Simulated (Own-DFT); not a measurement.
SiC (4H silicon carbide, atoms displaced) (calculated)

All values are calculated (Own-DFT development build). A calculation, not a measurement: plane-wave PBE density functional theory by an unreviewed code, no spin, of a simulated periodic cell, stress positive in tension, free energy of the whole cell less one offset for each atom, forces on such cells passed a denser k mesh, this cell's mesh not checked; offsets are fitted by least squares, one for each functional and potential file, so energies compare only between cells with the same atoms and settings and are not formation energies; the far tail of each file's local potential was reset to the Coulomb form; each entry is a single point on an unrelaxed cell, so the pressure reflects the starting lattice, mostly measured values (interpolated for alloys), from which strain is counted, and rises with the displacements; printed positions are rounded, which can move forces by about a meV/angstrom; the program, named Own-DFT, is a retired in-house code; no spin-orbit coupling.

### SiC (4H silicon carbide, atoms displaced)

```cif
# cell vector a (Å): 6.1654 0.0000 0.0000
# cell vector b (Å): -3.0827 5.3394 0.0000
# cell vector c (Å): 0.0000 0.0000 10.0681
data_SiC
_symmetry_space_group_name_H-M 'P 1'
_symmetry_Int_Tables_number 1
_cell_length_a 6.1654
_cell_length_b 6.1654
_cell_length_c 10.0681
_cell_angle_alpha 90.000
_cell_angle_beta 90.000
_cell_angle_gamma 120.000
_cell_volume 331.44
loop_
_atom_site_label
_atom_site_type_symbol
_atom_site_fract_x
_atom_site_fract_y
_atom_site_fract_z
_atom_site_occupancy
Si1 Si 0.99727 0.99659 0.40972 1
Si2 Si 0.17029 0.33120 0.15609 1
C1 C 0.99428 0.98904 0.09624 1
C2 C 0.16814 0.33189 0.34617 1
Si3 Si 0.99399 0.50127 0.40214 1
Si4 Si 0.17169 0.83798 0.15431 1
C3 C 0.99725 0.49344 0.09725 1
C4 C 0.17074 0.84156 0.34238 1
Si5 Si 0.49276 0.00307 0.40736 1
Si6 Si 0.66509 0.33178 0.15967 1
C5 C 0.50471 0.99895 0.09446 1
C6 C 0.67204 0.33708 0.34318 1
Si7 Si 0.50329 0.49728 0.41090 1
Si8 Si 0.66705 0.83052 0.15714 1
C7 C 0.49139 0.49772 0.09273 1
C8 C 0.66836 0.83906 0.34564 1
Si9 Si 0.00422 0.99978 0.90292 1
Si10 Si 0.83071 0.66715 0.65940 1
C9 C 0.00442 0.00420 0.59038 1
C10 C 0.83811 0.66993 0.84129 1
Si11 Si 0.00560 0.50483 0.90902 1
Si12 Si 0.82669 0.16112 0.66035 1
C11 C 0.99510 0.49652 0.59460 1
C12 C 0.83005 0.15723 0.83747 1
Si13 Si 0.49857 0.00088 0.90271 1
Si14 Si 0.33284 0.66036 0.65279 1
C13 C 0.50732 0.00219 0.59091 1
C14 C 0.34482 0.67015 0.84152 1
Si15 Si 0.51019 0.50470 0.91009 1
Si16 Si 0.32622 0.17244 0.65945 1
C15 C 0.49456 0.49316 0.59030 1
C16 C 0.31836 0.15180 0.84509 1
```

* functional: PBE
* potential files: PseudoDojo norm-conserving, scalar-relativistic, standard set
* wave cutoff: 42 hartree
* occupations: Fermi-Dirac
* smearing width: 0.1 eV
* hardware: one NVIDIA H100
* k mesh: 5 x 5 x 3 centred on Gamma
* free energy of cell above offsets: -4.636 eV
* pressure: 3.84 GPa
* stress xx: -3.95 GPa
* stress yy: -1.25 GPa
* stress zz: -6.34 GPa
* stress yz: 0.2 GPa
* stress xz: -0.15 GPa
* stress xy: -1.25 GPa
* wall time: 118.9 s

Force:
```csv
element,x (eV/Å),y (eV/Å),z (eV/Å)
Si,-0.146,0.76,-1.27
Si,-0.933,-0.775,0.758
C,0.232,1.067,-1.246
C,-0.072,0.254,-0.232
Si,1.679,0.306,0.993
Si,0.092,-0.784,0.447
C,0.025,0.676,-0.574
C,-0.454,-0.846,0.142
Si,1.434,-0.054,-0.265
Si,-0.105,0.013,-0.844
C,-0.448,0.288,-0.641
C,-1.043,-0.447,0.291
Si,-0.811,0.603,-1.867
Si,-0.269,-0.019,0.506
C,1.49,0.128,0.43
C,-0.234,-0.854,0.16
Si,-1.766,-0.635,1.405
Si,0.554,-0.055,-1.537
C,-0.7,-0.761,1.556
C,0.057,-0.714,1.236
Si,0.433,-0.818,-0.848
Si,0.599,0.693,-2.38
C,-0.058,0.234,-0.252
C,-0.128,1.197,2.484
Si,0.692,-0.347,0.583
Si,-0.774,0.825,0.004
C,-1.527,-0.434,0.934
C,-0.622,-0.719,0.474
Si,-0.825,-0.673,-1.057
Si,1.456,-1.275,-0.832
C,0.543,0.751,1.646
C,1.63,2.416,-0.203
```
